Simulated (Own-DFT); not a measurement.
# Computed records: Al16O23 (corundum with two vacancies, atoms displaced), Al31GaO48 (corundum with substituted atoms, atoms displaced), Al16O23 (corundum with two vacancies, strained, atoms displaced)

A calculation, not a measurement: plane-wave PBE density functional theory by an unreviewed code, no spin, of a simulated periodic cell, stress positive in tension, free energy of the whole cell less one offset for each atom, defect cell not probed for a lower state with spin; oxygen file: force components 24 meV/angstrom off all-electron in one glass; forces on such cells passed a denser k mesh, this cell's mesh not checked; offsets are fitted by least squares, one for each functional and potential file, so energies compare only between cells with the same atoms and settings and are not formation energies; the far tail of each file's local potential was reset to the Coulomb form; each entry is a single point on an unrelaxed cell, so the pressure reflects the starting lattice, mostly measured values, from which strain is counted, and rises with the displacements; printed positions are rounded, which can move forces by about a meV/angstrom; the program is a retired in-house code; no spin-orbit coupling; before rounding, a Quantum ESPRESSO 7.3.1 run of the same cell and cutoff gave forces within 1 meV/angstrom rms on each cell, which checks the program and not the settings. Program: Own-DFT development build.

Common to all runs: functional PBE; potential files PseudoDojo norm-conserving, scalar-relativistic, standard set; wave cutoff 72 hartree; occupations Fermi-Dirac; smearing width 0.1 eV; k mesh 3 x 3 x 3 centred on Gamma.

```yaml
- entry: 1
  formula: Al16O23
  kind: "corundum with two vacancies, atoms displaced"
  structure:
    cell_angstrom:
      - [5.494, 0.0, 8.6604]
      - [-2.747, 4.7579, 8.6604]
      - [-2.747, -4.7579, 8.6604]
    atoms_fractional:
      - [Al, 0.17627, 0.17159, 0.17815]
      - [Al, 0.31979, 0.32154, 0.32864]
      - [Al, 0.42096, 0.4289, 0.42132]
      - [Al, 0.07421, 0.06964, 0.07717]
      - [O, 0.27047, 0.47613, 0.12835]
      - [O, 0.47009, 0.12506, 0.28279]
      - [O, 0.12456, 0.28152, 0.4766]
      - [O, 0.22193, 0.02949, 0.37542]
      - [O, 0.37542, 0.22259, 0.0269]
      - [Al, 0.17405, 0.16955, 0.6894]
      - [Al, 0.3198, 0.32882, 0.82366]
      - [Al, 0.42476, 0.4295, 0.92169]
      - [Al, 0.07714, 0.06734, 0.57572]
      - [O, 0.27412, 0.47734, 0.6286]
      - [O, 0.46622, 0.12624, 0.77584]
      - [O, 0.12587, 0.27559, 0.97523]
      - [O, 0.22632, 0.02402, 0.87624]
      - [O, 0.03119, 0.37371, 0.72217]
      - [O, 0.3739, 0.2183, 0.52545]
      - [Al, 0.17327, 0.67772, 0.17464]
      - [Al, 0.32181, 0.82404, 0.32745]
      - [Al, 0.42631, 0.92508, 0.42652]
      - [Al, 0.07841, 0.56877, 0.07767]
      - [O, 0.28637, 0.97271, 0.12412]
      - [O, 0.47135, 0.62109, 0.27804]
      - [O, 0.12235, 0.77954, 0.47193]
      - [O, 0.22383, 0.53022, 0.3707]
      - [O, 0.0373, 0.87102, 0.22221]
      - [O, 0.38246, 0.72136, 0.0242]
      - [Al, 0.17438, 0.67337, 0.6752]
      - [Al, 0.32123, 0.82581, 0.82636]
      - [Al, 0.42543, 0.93261, 0.91901]
      - [Al, 0.07238, 0.57303, 0.57341]
      - [O, 0.28233, 0.97544, 0.61783]
      - [O, 0.47509, 0.61919, 0.77823]
      - [O, 0.13338, 0.77567, 0.97027]
      - [O, 0.22712, 0.52579, 0.87315]
      - [O, 0.02613, 0.86824, 0.72607]
      - [O, 0.37468, 0.72654, 0.525]
      - [Al, 0.67422, 0.17661, 0.17631]
      - [Al, 0.82741, 0.32811, 0.31487]
      - [Al, 0.92417, 0.42392, 0.42747]
      - [Al, 0.57436, 0.07366, 0.07193]
      - [O, 0.77757, 0.47026, 0.12834]
      - [O, 0.97365, 0.12062, 0.283]
      - [O, 0.6337, 0.27931, 0.46908]
      - [O, 0.71707, 0.02559, 0.3843]
      - [O, 0.53157, 0.37662, 0.21612]
      - [O, 0.87509, 0.22465, 0.02416]
      - [Al, 0.67511, 0.16949, 0.68314]
      - [Al, 0.82576, 0.32226, 0.82286]
      - [Al, 0.92618, 0.42777, 0.92576]
      - [Al, 0.58396, 0.07454, 0.56887]
      - [O, 0.78189, 0.47181, 0.62713]
      - [O, 0.96874, 0.13108, 0.77542]
      - [O, 0.62227, 0.27278, 0.9754]
      - [O, 0.72509, 0.02621, 0.87413]
      - [O, 0.53924, 0.36891, 0.72071]
      - [Al, 0.67619, 0.67716, 0.17366]
      - [Al, 0.82499, 0.8269, 0.31802]
      - [Al, 0.91812, 0.93057, 0.43308]
      - [Al, 0.57166, 0.5765, 0.07821]
      - [O, 0.77219, 0.97421, 0.12732]
      - [O, 0.97676, 0.62767, 0.2731]
      - [O, 0.62849, 0.7755, 0.47501]
      - [O, 0.72215, 0.52843, 0.37353]
      - [O, 0.53795, 0.86658, 0.22086]
      - [O, 0.87939, 0.72193, 0.02066]
      - [Al, 0.67675, 0.67873, 0.6747]
      - [Al, 0.8289, 0.82214, 0.82598]
      - [Al, 0.92565, 0.92605, 0.92794]
      - [Al, 0.58098, 0.56886, 0.57384]
      - [O, 0.78386, 0.97786, 0.62091]
      - [O, 0.97248, 0.62571, 0.77798]
      - [O, 0.62677, 0.78761, 0.9658]
      - [O, 0.72908, 0.52797, 0.87077]
      - [O, 0.52418, 0.87481, 0.72569]
      - [O, 0.87242, 0.72644, 0.52437]
  results:
    "free_energy_of_cell_above_offsets [eV]": "-53.394"
    "pressure [GPa]": 7.15
    "stress_xx [GPa]": -7.39
    "stress_yy [GPa]": -7.32
    "stress_zz [GPa]": -6.75
    "stress_yz [GPa]": 0.14
    "stress_xz [GPa]": 0.81
    "stress_xy [GPa]": -0.31
    force_element: [Al, Al, Al, Al, O, O, O, O, O, Al, Al, Al, Al, O, O, O, O, O, O, Al, Al, Al, Al, O, O, O, O, O, O, Al, Al, Al, Al, O, O, O, O, O, O, Al, Al, Al, Al, O, O, O, O, O, O, Al, Al, Al, Al, O, O, O, O, O, Al, Al, Al, Al, O, O, O, O, O, O, Al, Al, Al, Al, O, O, O, O, O, O]
    "force_x [eV/angstrom]": [-0.583, 0.134, 0.51, -0.123, 1.426, 0.557, -0.377, 0.595, 0.042, 0.646, 0.629, 0.211, -1.184, 1.145, 0.331, -0.305, -1.047, 0.018, 0.227, 1.107, 0.557, 0.641, -0.262, -0.296, -0.343, 0.075, -0.389, -1.08, -1.018, 0.119, 1.844, 0.479, -0.177, -1.036, -0.504, -1.417, -0.37, 0.51, 0.169, -0.391, 0.102, 0.952, -0.523, 0.258, 0.051, -1.017, 1.588, -0.374, 0.213, 0.743, -1.01, 0.067, -2.265, 0.231, 0.87, 0.273, -0.304, -0.923, 0.497, -0.278, 1.741, 0.817, 0.989, -0.967, -0.181, 0.04, -1.338, -0.244, -0.201, -0.212, 0.316, -0.635, -0.825, -0.008, 0.02, -0.822, 0.779, 0.511]
    "force_y [eV/angstrom]": [0.728, 0.304, -1.03, 0.367, -0.28, 0.101, 0.1, -0.103, -0.121, 2.179, -0.694, -1.114, 1.266, 0.213, 0.933, 0.245, -0.238, -0.144, 0.023, -0.249, 0.038, 0.051, -0.389, 0.016, 0.599, -0.1, -0.456, 0.472, -0.198, 0.273, 0.098, -1.452, 0.431, -1.439, 0.771, 0.517, 0.298, 0.842, -0.759, 0.162, -1.515, -0.459, -0.148, 1.252, 0.623, -0.224, 1.524, -0.535, -1.083, 1.592, 0.249, -0.041, -0.358, 0.47, -1.591, 0.681, -0.38, 0.153, -0.105, -1.126, -0.061, 0.726, -0.071, -0.325, 0.488, 0.178, 0.681, -1.034, -0.382, 0.298, 0.103, 0.286, -1.16, -0.177, -0.952, -0.243, 0.788, -0.379]
    "force_z [eV/angstrom]": [0.83, -0.102, 0.583, 0.544, -0.028, -0.579, -0.83, -0.208, -0.088, -0.767, 0.145, 0.345, -0.009, -1.032, 1.018, -0.523, 0.006, 0.287, 1.582, 0.716, -0.216, 0.236, -1.16, -0.763, 0.823, 0.095, 0.33, -0.495, -0.498, 0.706, -0.108, 0.288, -0.046, 0.262, 0.583, -0.846, -0.08, 1.154, -0.153, -0.005, 1.38, -0.157, -0.015, -0.394, -0.449, -1.122, -0.777, -0.012, 0.169, 0.474, 0.318, -0.265, -0.4, -0.765, -0.257, 0.6, 0.303, -0.349, 0.08, 0.447, -0.517, -0.7, 0.352, -0.409, -0.595, 0.316, 0.621, 0.845, -0.093, -0.588, -0.157, 0.004, -0.158, -0.366, -0.428, 0.194, 0.245, 0.627]
- entry: 2
  formula: Al31GaO48
  kind: "corundum with substituted atoms, atoms displaced"
  structure:
    cell_angstrom:
      - [5.494, 0.0, 8.6604]
      - [-2.747, 4.7579, 8.6604]
      - [-2.747, -4.7579, 8.6604]
    atoms_fractional:
      - [Al, 0.1519, 0.18731, 0.17539]
      - [Al, 0.33084, 0.3265, 0.31708]
      - [Al, 0.42719, 0.42887, 0.4289]
      - [Al, 0.07255, 0.07083, 0.07726]
      - [O, 0.26817, 0.48375, 0.12209]
      - [O, 0.4532, 0.14775, 0.27677]
      - [O, 0.13235, 0.28953, 0.47472]
      - [O, 0.2238, 0.02881, 0.37324]
      - [O, 0.04286, 0.35571, 0.2279]
      - [O, 0.38257, 0.2338, 0.01496]
      - [Al, 0.16716, 0.17543, 0.69292]
      - [Al, 0.31444, 0.34745, 0.82341]
      - [Ga, 0.41522, 0.4085, 0.94728]
      - [Al, 0.0523, 0.08883, 0.57823]
      - [O, 0.27704, 0.48513, 0.61901]
      - [O, 0.46775, 0.11879, 0.78118]
      - [O, 0.12583, 0.2609, 0.9805]
      - [O, 0.21167, 0.03923, 0.88367]
      - [O, 0.02316, 0.36647, 0.7385]
      - [O, 0.37563, 0.20956, 0.54195]
      - [Al, 0.20549, 0.67806, 0.16685]
      - [Al, 0.3414, 0.81541, 0.30777]
      - [Al, 0.42066, 0.93238, 0.43092]
      - [Al, 0.06244, 0.58959, 0.06142]
      - [O, 0.28752, 0.95671, 0.12586]
      - [O, 0.47113, 0.61678, 0.2672]
      - [O, 0.12597, 0.77576, 0.466]
      - [O, 0.20905, 0.51873, 0.39308]
      - [O, 0.02572, 0.88559, 0.2182]
      - [O, 0.36893, 0.72567, 0.02916]
      - [Al, 0.17059, 0.68299, 0.67734]
      - [Al, 0.32375, 0.83287, 0.82333]
      - [Al, 0.41744, 0.92794, 0.93557]
      - [Al, 0.09458, 0.57635, 0.55981]
      - [O, 0.27287, 0.98066, 0.62577]
      - [O, 0.47063, 0.62119, 0.7741]
      - [O, 0.12561, 0.78613, 0.964]
      - [O, 0.19842, 0.55221, 0.87266]
      - [O, 0.02234, 0.87626, 0.73551]
      - [O, 0.38373, 0.72262, 0.5202]
      - [Al, 0.67705, 0.16034, 0.16999]
      - [Al, 0.82733, 0.32858, 0.31952]
      - [Al, 0.92201, 0.42871, 0.42562]
      - [Al, 0.57677, 0.07097, 0.07321]
      - [O, 0.78133, 0.46438, 0.13335]
      - [O, 0.97329, 0.13053, 0.2869]
      - [O, 0.62661, 0.26065, 0.47669]
      - [O, 0.71972, 0.01887, 0.37579]
      - [O, 0.54359, 0.37806, 0.20452]
      - [O, 0.88429, 0.22635, 0.02603]
      - [Al, 0.66327, 0.18407, 0.67975]
      - [Al, 0.82703, 0.32294, 0.8156]
      - [Al, 0.92651, 0.43094, 0.9093]
      - [Al, 0.59113, 0.05258, 0.57463]
      - [O, 0.77512, 0.47682, 0.62667]
      - [O, 0.98373, 0.12007, 0.78162]
      - [O, 0.61737, 0.29071, 0.96834]
      - [O, 0.72084, 0.02233, 0.8784]
      - [O, 0.53875, 0.36607, 0.72421]
      - [O, 0.88149, 0.21309, 0.54173]
      - [Al, 0.68635, 0.68156, 0.16634]
      - [Al, 0.83856, 0.81955, 0.32727]
      - [Al, 0.95265, 0.91356, 0.40874]
      - [Al, 0.58863, 0.56328, 0.0664]
      - [O, 0.78071, 0.978, 0.12165]
      - [O, 0.97278, 0.63837, 0.25972]
      - [O, 0.63327, 0.77448, 0.46134]
      - [O, 0.72961, 0.51272, 0.37659]
      - [O, 0.53235, 0.8818, 0.22521]
      - [O, 0.87287, 0.72108, 0.04043]
      - [Al, 0.67478, 0.65937, 0.68131]
      - [Al, 0.83897, 0.80844, 0.81362]
      - [Al, 0.91856, 0.93231, 0.90103]
      - [Al, 0.58524, 0.56339, 0.57554]
      - [O, 0.78136, 0.96169, 0.62999]
      - [O, 0.95903, 0.64462, 0.77406]
      - [O, 0.62908, 0.77965, 0.9674]
      - [O, 0.72658, 0.50837, 0.87425]
      - [O, 0.516, 0.88384, 0.72497]
      - [O, 0.88341, 0.71448, 0.53562]
  results:
    "free_energy_of_cell_above_offsets [eV]": "-42.848"
    "pressure [GPa]": 16.14
    "stress_xx [GPa]": -19.05
    "stress_yy [GPa]": -13.46
    "stress_zz [GPa]": -15.91
    "stress_yz [GPa]": -0.48
    "stress_xz [GPa]": 2.98
    "stress_xy [GPa]": 1.19
    force_element: [Al, Al, Al, Al, O, O, O, O, O, O, Al, Al, Ga, Al, O, O, O, O, O, O, Al, Al, Al, Al, O, O, O, O, O, O, Al, Al, Al, Al, O, O, O, O, O, O, Al, Al, Al, Al, O, O, O, O, O, O, Al, Al, Al, Al, O, O, O, O, O, O, Al, Al, Al, Al, O, O, O, O, O, O, Al, Al, Al, Al, O, O, O, O, O, O]
    "force_x [eV/angstrom]": [4.971, -2.927, 2.035, -0.701, -0.75, 4.281, -2.061, -0.573, -3.951, -1.024, 2.753, 1.687, -0.675, 7.5, -0.262, -0.57, -0.003, 1.924, 1.27, 0.296, -5.848, -1.811, -0.336, 0.965, -2.287, -0.644, 2.076, 3.858, 1.68, 5.195, 1.146, -0.229, 2.258, -3.962, 0.59, -0.389, -0.18, 2.346, 3.388, -0.506, -1.113, -0.602, 2.32, -0.211, 0.513, 0.224, 0.104, 0.748, -1.591, -1.553, 2.224, -0.203, -0.516, -1.998, 2.027, -2.129, 3.604, -0.672, -1.502, -5.337, -1.312, -0.847, -5.012, -0.693, 0.505, -0.605, -0.361, -0.944, 0.964, -0.793, -1.319, -8.688, -2.13, -2.167, 0.824, 7.742, 0.23, -1.784, 1.615, -0.093]
    "force_y [eV/angstrom]": [-2.437, -0.077, -2.143, 1.918, -1.251, -1.922, -0.257, -0.074, 3.111, -4.686, 1.757, -2.118, 5.679, -2.095, -1.245, 0.879, 3.038, -1.154, 3.157, 1.841, -3.425, -0.937, -0.003, -2.67, 0.0, 0.595, -0.368, 3.227, -1.526, 2.727, 2.659, 0.245, 2.209, -2.127, -0.665, 0.592, 0.228, -1.224, 2.073, -0.878, 1.321, -1.927, 0.807, 0.499, 2.874, -1.786, 1.685, 0.365, -2.239, -1.425, -1.979, -1.999, -2.558, 1.357, -0.151, 0.426, -2.131, 0.921, 2.148, 3.359, -1.035, 0.153, 0.181, 0.566, 0.035, -2.27, -0.75, 0.692, -0.627, 2.257, 2.311, 3.8, -3.461, 1.211, 1.144, -4.817, -1.289, 1.628, -2.463, 0.512]
    "force_z [eV/angstrom]": [1.225, 1.6, -1.965, -0.01, 1.515, -2.205, -2.595, -0.447, 2.382, -5.324, -0.337, -2.3, 5.19, 3.786, 0.766, 2.15, 2.105, -0.774, 0.55, 0.727, -5.445, 2.399, -0.304, 4.731, 0.869, 2.105, 2.326, -0.693, -0.565, 2.961, 0.74, -2.065, -0.674, -0.81, -0.404, 0.971, -0.022, -1.816, -3.68, -1.122, 3.667, -1.002, 2.05, 0.125, -0.602, -2.81, 1.91, 0.415, -1.259, -1.813, -2.374, 0.422, 1.219, 0.58, -1.409, -1.751, 0.868, -0.245, -0.533, -3.066, -0.878, -2.393, 0.996, 0.616, -1.63, 0.137, 0.714, 0.483, -2.181, -1.988, 1.542, 3.04, 6.637, -0.407, -0.083, -4.004, -0.272, 2.001, -1.173, -1.088]
- entry: 3
  formula: Al16O23
  kind: "corundum with two vacancies, strained, atoms displaced"
  structure:
    cell_angstrom:
      - [5.5275, 0.0645, 8.6571]
      - [-2.9454, 4.8731, 8.8078]
      - [-2.7782, -4.4545, 8.6308]
    atoms_fractional:
      - [Al, 0.17547, 0.17376, 0.1744]
      - [Al, 0.31199, 0.32706, 0.32677]
      - [Al, 0.43167, 0.42469, 0.41417]
      - [Al, 0.06805, 0.07151, 0.0738]
      - [O, 0.28207, 0.47228, 0.11975]
      - [O, 0.46433, 0.13573, 0.27352]
      - [O, 0.12756, 0.28028, 0.47234]
      - [O, 0.22463, 0.0268, 0.376]
      - [O, 0.02325, 0.37098, 0.23617]
      - [O, 0.37816, 0.21614, 0.03086]
      - [Al, 0.16654, 0.17848, 0.68106]
      - [Al, 0.32737, 0.32273, 0.82843]
      - [Al, 0.42605, 0.43261, 0.92045]
      - [Al, 0.0812, 0.06392, 0.57316]
      - [O, 0.47068, 0.12926, 0.77985]
      - [O, 0.11222, 0.27919, 0.97745]
      - [O, 0.21399, 0.03933, 0.86422]
      - [O, 0.02873, 0.37488, 0.72753]
      - [O, 0.37103, 0.22284, 0.5359]
      - [Al, 0.17443, 0.68261, 0.17943]
      - [Al, 0.32347, 0.8291, 0.3196]
      - [Al, 0.42876, 0.93438, 0.42334]
      - [Al, 0.07271, 0.57565, 0.0781]
      - [O, 0.27065, 0.978, 0.1233]
      - [O, 0.47466, 0.63141, 0.26749]
      - [O, 0.21248, 0.52913, 0.37398]
      - [O, 0.03931, 0.88067, 0.21253]
      - [O, 0.37998, 0.72138, 0.0259]
      - [Al, 0.18542, 0.68295, 0.65934]
      - [Al, 0.32874, 0.82099, 0.82098]
      - [Al, 0.42708, 0.93065, 0.92223]
      - [Al, 0.08221, 0.57855, 0.55445]
      - [O, 0.28656, 0.96884, 0.61678]
      - [O, 0.47398, 0.61937, 0.78415]
      - [O, 0.11894, 0.78942, 0.97245]
      - [O, 0.22139, 0.52666, 0.87679]
      - [O, 0.02581, 0.88087, 0.72139]
      - [O, 0.37922, 0.71591, 0.53136]
      - [Al, 0.68243, 0.16806, 0.18139]
      - [Al, 0.8161, 0.3336, 0.3157]
      - [Al, 0.92891, 0.42996, 0.4263]
      - [Al, 0.57508, 0.07215, 0.07179]
      - [O, 0.77943, 0.47507, 0.12081]
      - [O, 0.96981, 0.12085, 0.28326]
      - [O, 0.61706, 0.28136, 0.47388]
      - [O, 0.72099, 0.02919, 0.3756]
      - [O, 0.51968, 0.38457, 0.2131]
      - [O, 0.87328, 0.23093, 0.02349]
      - [Al, 0.68914, 0.1745, 0.66369]
      - [Al, 0.82425, 0.32249, 0.82714]
      - [Al, 0.92555, 0.43958, 0.92022]
      - [Al, 0.57887, 0.06953, 0.58139]
      - [O, 0.76754, 0.47508, 0.63581]
      - [O, 0.96622, 0.12696, 0.78361]
      - [O, 0.62228, 0.27551, 0.97055]
      - [O, 0.72105, 0.02929, 0.87544]
      - [O, 0.52323, 0.38208, 0.71733]
      - [O, 0.88224, 0.21672, 0.52547]
      - [Al, 0.6725, 0.6666, 0.18336]
      - [Al, 0.81921, 0.82496, 0.33006]
      - [Al, 0.92318, 0.9263, 0.4293]
      - [Al, 0.58134, 0.56536, 0.07032]
      - [O, 0.78313, 0.96666, 0.12085]
      - [O, 0.96859, 0.62916, 0.27656]
      - [O, 0.61686, 0.76918, 0.48486]
      - [O, 0.71903, 0.5366, 0.36589]
      - [O, 0.52057, 0.89235, 0.21802]
      - [O, 0.87733, 0.72358, 0.02642]
      - [Al, 0.67531, 0.6772, 0.67635]
      - [Al, 0.81983, 0.82754, 0.82494]
      - [Al, 0.93044, 0.91854, 0.93156]
      - [Al, 0.57502, 0.57204, 0.57385]
      - [O, 0.7736, 0.96936, 0.63099]
      - [O, 0.97818, 0.62015, 0.7717]
      - [O, 0.62789, 0.78612, 0.96485]
      - [O, 0.72613, 0.53379, 0.86606]
      - [O, 0.5304, 0.87151, 0.71854]
      - [O, 0.86979, 0.72465, 0.53268]
  results:
    "free_energy_of_cell_above_offsets [eV]": "-49.114"
    "pressure [GPa]": 8.92
    "stress_xx [GPa]": -2.37
    "stress_yy [GPa]": -18.35
    "stress_zz [GPa]": -6.05
    "stress_yz [GPa]": 6.13
    "stress_xz [GPa]": -1.83
    "stress_xy [GPa]": -7.49
    force_element: [Al, Al, Al, Al, O, O, O, O, O, O, Al, Al, Al, Al, O, O, O, O, O, Al, Al, Al, Al, O, O, O, O, O, Al, Al, Al, Al, O, O, O, O, O, O, Al, Al, Al, Al, O, O, O, O, O, O, Al, Al, Al, Al, O, O, O, O, O, O, Al, Al, Al, Al, O, O, O, O, O, O, Al, Al, Al, Al, O, O, O, O, O, O]
    "force_x [eV/angstrom]": [-0.822, 2.382, -2.3, 0.442, -1.446, 0.774, -1.311, -0.029, 0.714, -1.14, -0.139, -0.137, 0.129, -0.837, 0.693, 1.267, 0.952, 0.412, 0.679, 0.627, -0.072, 0.494, 0.98, 0.819, -0.145, 1.462, -1.301, -0.793, -1.559, -0.106, -0.631, -1.586, -1.571, -0.763, 1.905, -0.271, 0.814, 0.266, -1.409, 1.719, -0.508, 0.069, -0.642, -0.742, 2.007, 0.336, 0.646, -0.969, -2.168, -0.019, 1.364, -1.453, 1.977, 0.856, 0.664, 0.663, 0.906, -0.955, -0.499, 0.62, 0.932, -0.698, -1.555, -0.3, 1.238, 0.191, 0.841, -0.368, -0.745, 1.374, -1.017, -0.086, 0.287, -0.824, -0.429, -0.501, -0.513, 0.858]
    "force_y [eV/angstrom]": [0.038, 0.28, -1.134, 2.705, 0.225, -1.045, -0.654, 0.23, 1.693, 0.758, 1.94, 1.183, -1.636, 1.027, -0.583, 0.171, -3.347, 1.398, 0.713, 1.636, -0.595, 0.084, 0.156, 0.071, -0.825, 0.148, -2.52, 0.23, -1.809, 0.031, -0.713, -2.445, -0.672, 0.886, -1.074, 0.47, -0.809, 1.302, 2.628, -2.307, -1.264, 1.846, 0.743, 0.425, 0.447, -1.181, -1.211, -1.693, -1.08, -0.11, -0.934, 0.871, 1.174, 0.175, 0.071, 0.343, -0.436, 0.343, 4.24, 0.09, -0.329, 1.947, -0.976, -0.329, 2.256, -3.097, -2.5, -0.717, -0.488, -0.786, 1.657, 0.103, 1.382, 2.006, -1.057, -1.473, 0.59, 1.118]
    "force_z [eV/angstrom]": [0.245, 0.785, 0.641, 1.656, -0.064, 0.888, -0.969, -0.503, -0.41, -0.696, -0.012, -1.14, -0.452, 0.772, -0.541, 1.479, 1.803, -0.843, -0.502, -1.153, 0.154, -1.254, -0.693, -0.147, -0.231, -0.141, -1.542, -0.132, -1.347, 0.021, -0.173, 2.388, 0.45, 0.515, 0.501, -0.035, -1.089, 0.069, -1.789, 1.562, -0.795, 0.889, -0.621, 0.106, 0.528, 0.356, 0.52, -0.4, 0.97, -0.175, -1.536, -1.176, -1.119, -0.276, 0.981, -0.399, -0.202, 0.004, -0.125, -1.021, 0.87, 0.028, 1.545, 0.805, 0.822, 1.566, -1.429, -0.613, -0.675, 1.241, -0.961, 0.115, -0.468, 1.69, -0.562, 0.963, 0.723, -0.241]
```
